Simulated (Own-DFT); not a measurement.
## Calculated data, SiC (2H silicon carbide, atoms displaced), GaP (zincblende, strained, atoms displaced)

All values are calculated (Own-DFT development build). A calculation, not a measurement: plane-wave PBE density functional theory by an unreviewed code, no spin, of a simulated periodic cell, stress positive in tension, free energy of the whole cell less one offset for each atom, forces on such cells passed a denser k mesh, this cell's mesh not checked; offsets are fitted by least squares, one for each functional and potential file, so energies compare only between cells with the same atoms and settings and are not formation energies; the far tail of each file's local potential was reset to the Coulomb form; each entry is a single point on an unrelaxed cell, so the pressure reflects the starting lattice, mostly measured values (interpolated for alloys), from which strain is counted, and rises with the displacements; printed positions are rounded, which can move forces by about a meV/angstrom; the program, named Own-DFT, is a retired in-house code; no spin-orbit coupling.

Settings shared by all entries: functional PBE; potential files PseudoDojo norm-conserving, scalar-relativistic, standard set; wave cutoff 42 hartree; occupations Fermi-Dirac; smearing width 0.1 eV.

```yaml
- entry: 1
  formula: SiC
  kind: "2H silicon carbide, atoms displaced"
  structure:
    cell_angstrom: [[9.2481, 0.0, 0.0], [-4.6241, 8.0091, 0.0], [0.0, 0.0, 10.0681]]
    atoms_fractional:
      - [Si, 0.00168, 0.99451, 0.9952]
      - [Si, 0.10687, 0.22189, 0.25668]
      - [C, 0.00012, 0.99095, 0.18827]
      - [C, 0.10264, 0.21678, 0.44224]
      - [Si, 0.0045, 0.00617, 0.50157]
      - [Si, 0.09994, 0.21331, 0.7435]
      - [C, 0.99988, 0.99075, 0.68934]
      - [C, 0.11909, 0.23624, 0.9399]
      - [Si, 0.99813, 0.3298, 0.00426]
      - [Si, 0.09995, 0.55114, 0.24929]
      - [C, 0.9919, 0.33107, 0.18123]
      - [C, 0.1103, 0.55377, 0.44014]
      - [Si, 0.99537, 0.33057, 0.49862]
      - [Si, 0.11125, 0.57115, 0.75343]
      - [C, 0.99687, 0.33472, 0.69042]
      - [C, 0.13361, 0.56708, 0.92802]
      - [Si, 0.99948, 0.66624, 0.99476]
      - [Si, 0.12006, 0.88207, 0.24907]
      - [C, 0.99432, 0.66362, 0.18073]
      - [C, 0.1174, 0.89217, 0.43145]
      - [Si, 0.00094, 0.68009, 0.50791]
      - [Si, 0.08948, 0.87714, 0.74911]
      - [C, 0.00502, 0.67352, 0.69297]
      - [C, 0.112, 0.8779, 0.94005]
      - [Si, 0.33355, 0.99079, 0.00204]
      - [Si, 0.43645, 0.21024, 0.24905]
      - [C, 0.31891, 0.98357, 0.18824]
      - [C, 0.44492, 0.22693, 0.43596]
      - [Si, 0.33428, 0.9982, 0.50185]
      - [Si, 0.45206, 0.22027, 0.74335]
      - [C, 0.34417, 0.00296, 0.68453]
      - [C, 0.44237, 0.22017, 0.92497]
      - [Si, 0.33419, 0.34184, 0.01007]
      - [Si, 0.44117, 0.56606, 0.25275]
      - [C, 0.331, 0.33509, 0.19962]
      - [C, 0.44509, 0.55511, 0.44065]
      - [Si, 0.34712, 0.33812, 0.49393]
      - [Si, 0.44806, 0.55884, 0.75257]
      - [C, 0.33809, 0.33522, 0.68634]
      - [C, 0.45145, 0.55227, 0.92811]
      - [Si, 0.32749, 0.66371, 0.99256]
      - [Si, 0.44416, 0.8888, 0.25036]
      - [C, 0.34767, 0.68018, 0.19083]
      - [C, 0.45441, 0.89099, 0.43755]
      - [Si, 0.3344, 0.67996, 0.49805]
      - [Si, 0.44603, 0.88985, 0.74019]
      - [C, 0.33251, 0.65868, 0.68375]
      - [C, 0.44644, 0.89333, 0.94634]
      - [Si, 0.67367, 0.01231, 0.99477]
      - [Si, 0.77456, 0.22889, 0.24077]
      - [C, 0.66044, 0.99341, 0.17415]
      - [C, 0.77581, 0.22526, 0.43791]
      - [Si, 0.66178, 0.00176, 0.50065]
      - [Si, 0.77375, 0.22524, 0.74838]
      - [C, 0.6744, 0.00621, 0.68822]
      - [C, 0.7854, 0.22599, 0.94366]
      - [Si, 0.66573, 0.33699, 0.0099]
      - [Si, 0.76707, 0.55777, 0.23502]
      - [C, 0.67052, 0.33925, 0.18438]
      - [C, 0.77594, 0.5567, 0.44089]
      - [Si, 0.65905, 0.33109, 0.49738]
      - [Si, 0.79087, 0.56549, 0.75757]
      - [C, 0.67451, 0.34477, 0.6899]
      - [C, 0.78988, 0.57014, 0.93179]
      - [Si, 0.66968, 0.67136, 0.00751]
      - [Si, 0.78153, 0.88824, 0.25264]
      - [C, 0.66578, 0.64979, 0.17595]
      - [C, 0.76723, 0.88404, 0.43284]
      - [Si, 0.67755, 0.66891, 0.49133]
      - [Si, 0.78842, 0.89141, 0.74447]
      - [C, 0.66573, 0.66834, 0.69204]
      - [C, 0.76357, 0.88811, 0.95298]
  settings:
    k_mesh: "4 x 4 x 3 centred on Gamma"
  results:
    "free_energy_of_cell_above_offsets [eV]": "-2.356"
    "pressure [GPa]": 6.7
    "stress_xx [GPa]": -6.29
    "stress_yy [GPa]": -5.13
    "stress_zz [GPa]": -8.66
    "stress_yz [GPa]": 0.78
    "stress_xz [GPa]": -1.21
    "stress_xy [GPa]": 0.75
    force_element: [Si, Si, C, C, Si, Si, C, C, Si, Si, C, C, Si, Si, C, C, Si, Si, C, C, Si, Si, C, C, Si, Si, C, C, Si, Si, C, C, Si, Si, C, C, Si, Si, C, C, Si, Si, C, C, Si, Si, C, C, Si, Si, C, C, Si, Si, C, C, Si, Si, C, C, Si, Si, C, C, Si, Si, C, C, Si, Si, C, C]
    "force_x [eV/angstrom]": [-1.022, -0.035, 0.32, 0.997, -0.447, 1.841, -1.048, -0.049, 0.967, 1.151, 1.263, -0.961, -0.12, 3.37, -0.263, -5.288, 1.726, -4.582, 0.438, -0.542, 0.883, 4.778, -0.938, -1.175, -1.148, -0.168, 3.143, 1.148, 0.297, -1.625, -2.025, 0.309, 1.094, 2.299, -0.013, -0.077, -3.193, 0.09, -0.326, -0.944, 4.776, 0.978, -2.7, -2.601, 1.422, 0.883, -1.19, 1.111, -1.458, 0.948, 0.355, -0.362, 2.12, 1.076, -0.185, -1.774, -0.059, 4.702, -1.791, 1.538, 1.634, -2.73, -0.052, -0.873, -0.638, -0.653, -4.857, 1.405, -3.07, -3.443, 1.687, 3.679]
    "force_y [eV/angstrom]": [1.08, -1.17, 1.078, 1.589, -1.977, 3.016, 1.931, -2.734, 1.336, 0.799, 0.59, 1.019, 0.886, -2.754, 0.289, -2.822, -0.652, -1.099, -0.296, 0.043, -2.354, 2.787, -1.025, 2.106, 1.902, 1.332, 3.092, -2.249, 0.767, 1.345, -0.882, 0.028, -1.103, -1.762, 0.026, 1.673, 0.126, -1.349, -1.0, 0.98, 2.676, 1.198, -2.787, 0.637, -3.329, -0.93, 2.015, -0.884, -1.648, -2.333, 1.426, -0.481, 0.838, 0.563, -0.718, 1.294, -0.447, -1.254, -1.331, -0.233, 1.417, -1.304, -0.593, -1.813, -0.475, -0.061, 3.17, 1.437, -0.41, -1.444, 0.623, 0.59]
    "force_z [eV/angstrom]": [1.44, -1.282, 0.275, -0.346, -1.312, 1.515, -1.387, -0.611, -2.393, 0.209, 2.395, -0.351, 1.214, -1.791, -0.571, 1.843, 0.94, -0.03, 0.745, 1.977, -2.096, 2.342, -1.683, -1.471, -1.253, -0.19, -0.557, -0.716, -0.653, 0.415, -0.178, 4.09, -2.084, 0.434, -1.11, -0.938, 2.073, -2.053, -0.696, 3.788, 1.995, -0.481, -1.603, -0.703, 0.462, 2.317, 0.35, -2.682, 0.519, 1.474, 3.468, -1.177, -0.008, 0.813, -0.28, -1.585, -4.676, 3.845, 1.711, -1.741, 0.88, -2.436, -0.763, 2.783, -4.534, -2.349, 3.26, 1.354, 2.419, 2.106, -1.354, -3.328]
- entry: 2
  formula: GaP
  kind: "zincblende, strained, atoms displaced"
  structure:
    cell_angstrom: [[10.862, 0.0, 0.0], [0.0, 10.862, 0.0], [0.0, 0.0, 10.9361]]
    atoms_fractional:
      - [Ga, 0.00411, 0.00243, 0.00198]
      - [Ga, 0.00327, 0.25566, 0.25406]
      - [Ga, 0.25548, 0.00052, 0.2444]
      - [Ga, 0.25423, 0.25814, 0.99738]
      - [P, 0.12522, 0.12719, 0.11883]
      - [P, 0.12434, 0.37551, 0.37194]
      - [P, 0.37744, 0.11945, 0.37533]
      - [P, 0.37702, 0.36895, 0.11981]
      - [Ga, 0.00185, 0.99437, 0.49702]
      - [Ga, 0.99254, 0.25033, 0.74606]
      - [Ga, 0.23832, 0.9952, 0.74718]
      - [Ga, 0.24521, 0.24577, 0.49416]
      - [P, 0.12536, 0.11744, 0.63072]
      - [P, 0.1188, 0.37254, 0.87749]
      - [P, 0.37683, 0.11639, 0.86585]
      - [P, 0.37649, 0.36646, 0.62472]
      - [Ga, 0.99708, 0.50021, 0.00272]
      - [Ga, 0.99652, 0.74432, 0.24254]
      - [Ga, 0.2554, 0.4984, 0.24947]
      - [Ga, 0.24934, 0.74932, 0.99932]
      - [P, 0.1274, 0.61841, 0.13305]
      - [P, 0.12524, 0.87729, 0.36472]
      - [P, 0.37445, 0.62824, 0.37538]
      - [P, 0.37765, 0.87384, 0.1188]
      - [Ga, 0.99108, 0.50583, 0.49611]
      - [Ga, 0.99679, 0.73998, 0.76366]
      - [Ga, 0.24868, 0.49818, 0.74917]
      - [Ga, 0.25181, 0.76199, 0.5078]
      - [P, 0.12147, 0.6231, 0.6258]
      - [P, 0.12475, 0.87492, 0.87701]
      - [P, 0.37521, 0.61908, 0.86962]
      - [P, 0.37647, 0.87119, 0.62365]
      - [Ga, 0.49257, 0.00264, 0.00977]
      - [Ga, 0.4919, 0.25215, 0.24273]
      - [Ga, 0.7424, 0.00348, 0.25292]
      - [Ga, 0.74788, 0.24353, 0.99641]
      - [P, 0.62491, 0.12392, 0.11927]
      - [P, 0.60717, 0.36677, 0.37479]
      - [P, 0.87211, 0.12265, 0.37247]
      - [P, 0.86878, 0.37573, 0.12563]
      - [Ga, 0.48851, 0.99463, 0.50659]
      - [Ga, 0.50139, 0.24927, 0.74712]
      - [Ga, 0.74812, 0.00358, 0.75372]
      - [Ga, 0.74889, 0.24503, 0.50032]
      - [P, 0.62038, 0.13143, 0.63037]
      - [P, 0.62498, 0.38148, 0.87635]
      - [P, 0.87122, 0.12661, 0.87506]
      - [P, 0.8754, 0.37479, 0.62861]
      - [Ga, 0.50535, 0.49559, 0.99257]
      - [Ga, 0.50015, 0.74978, 0.24954]
      - [Ga, 0.75393, 0.50271, 0.24418]
      - [Ga, 0.74793, 0.75395, 0.00407]
      - [P, 0.62565, 0.63333, 0.12464]
      - [P, 0.62712, 0.87776, 0.37954]
      - [P, 0.86875, 0.62959, 0.3689]
      - [P, 0.86662, 0.87708, 0.12125]
      - [Ga, 0.49667, 0.4997, 0.50711]
      - [Ga, 0.50384, 0.74641, 0.74843]
      - [Ga, 0.76007, 0.49426, 0.74294]
      - [Ga, 0.75093, 0.74907, 0.49621]
      - [P, 0.62594, 0.61703, 0.63396]
      - [P, 0.62869, 0.86676, 0.8722]
      - [P, 0.87148, 0.62563, 0.88095]
      - [P, 0.87688, 0.87767, 0.63487]
  settings:
    hardware: "one NVIDIA H100"
    k_mesh: "3 x 3 x 3 centred on Gamma"
  results:
    "free_energy_of_cell_above_offsets [eV]": "-33.211"
    "pressure [GPa]": 3.57
    "stress_xx [GPa]": -3.77
    "stress_yy [GPa]": -3.74
    "stress_zz [GPa]": -3.21
    "stress_yz [GPa]": -0.09
    "stress_xz [GPa]": -0.17
    "stress_xy [GPa]": 0.04
    force_element: [Ga, Ga, Ga, Ga, P, P, P, P, Ga, Ga, Ga, Ga, P, P, P, P, Ga, Ga, Ga, Ga, P, P, P, P, Ga, Ga, Ga, Ga, P, P, P, P, Ga, Ga, Ga, Ga, P, P, P, P, Ga, Ga, Ga, Ga, P, P, P, P, Ga, Ga, Ga, Ga, P, P, P, P, Ga, Ga, Ga, Ga, P, P, P, P]
    "force_x [eV/angstrom]": [-0.793, -0.745, -0.421, -0.507, 0.493, 0.178, -0.427, -0.108, -0.29, 0.921, 1.509, 0.28, -0.949, 0.194, -0.441, -1.044, 0.133, 0.078, 0.317, 0.098, -0.102, -0.023, -0.074, -0.585, 0.549, 0.426, -0.246, -1.25, 0.135, -0.357, -0.111, -0.161, 0.909, 0.691, 0.306, -0.144, -0.411, 1.801, 0.624, 0.623, 1.606, -0.308, -0.397, -0.458, 0.646, 1.004, 0.752, 0.258, -0.671, 0.065, -1.571, -0.049, -0.364, -0.919, 0.44, 1.053, -0.007, -0.248, -0.975, -0.195, 0.41, -0.798, -0.356, 0.004]
    "force_y [eV/angstrom]": [-0.213, -0.809, 0.097, -1.454, 0.53, 0.605, 0.413, 1.572, 0.119, -0.585, -0.423, -0.176, 1.244, 0.338, 0.661, 0.566, -0.112, 0.908, -0.259, -0.562, 0.425, -0.516, -0.084, -0.65, -0.253, 0.867, -0.671, -1.378, 0.455, -0.527, 0.568, 0.227, -0.162, -1.244, -0.218, 1.058, 0.265, 1.046, 0.338, -0.715, 0.902, 0.485, -0.283, 0.409, -1.454, -1.441, -0.331, -0.473, 1.184, 0.405, -0.384, -0.341, -1.206, -0.124, -0.435, 0.466, -0.034, -0.012, 0.853, 0.301, 0.472, 1.185, -0.736, -0.701]
    "force_z [eV/angstrom]": [-0.271, -0.886, -0.122, -0.914, 0.814, 0.774, -0.433, 0.007, 0.201, 0.705, 0.548, 0.586, -1.386, -0.502, 0.689, -0.153, 0.095, 0.184, 0.296, -0.047, -1.201, 0.473, 0.53, 1.003, 0.054, -1.011, -0.241, -1.471, -0.14, 0.198, 0.56, 1.739, -1.841, 0.498, -0.393, 0.154, 0.847, 0.124, 0.344, -0.287, -0.532, 1.145, -0.285, -0.298, -0.868, -1.064, -0.014, -1.912, 1.181, 0.358, 0.606, -0.667, -0.106, -0.044, 0.337, 0.687, -0.498, 0.348, 1.641, 1.356, -1.368, 0.396, 0.233, -0.759]
    "wall_time [s]": 527.9
```
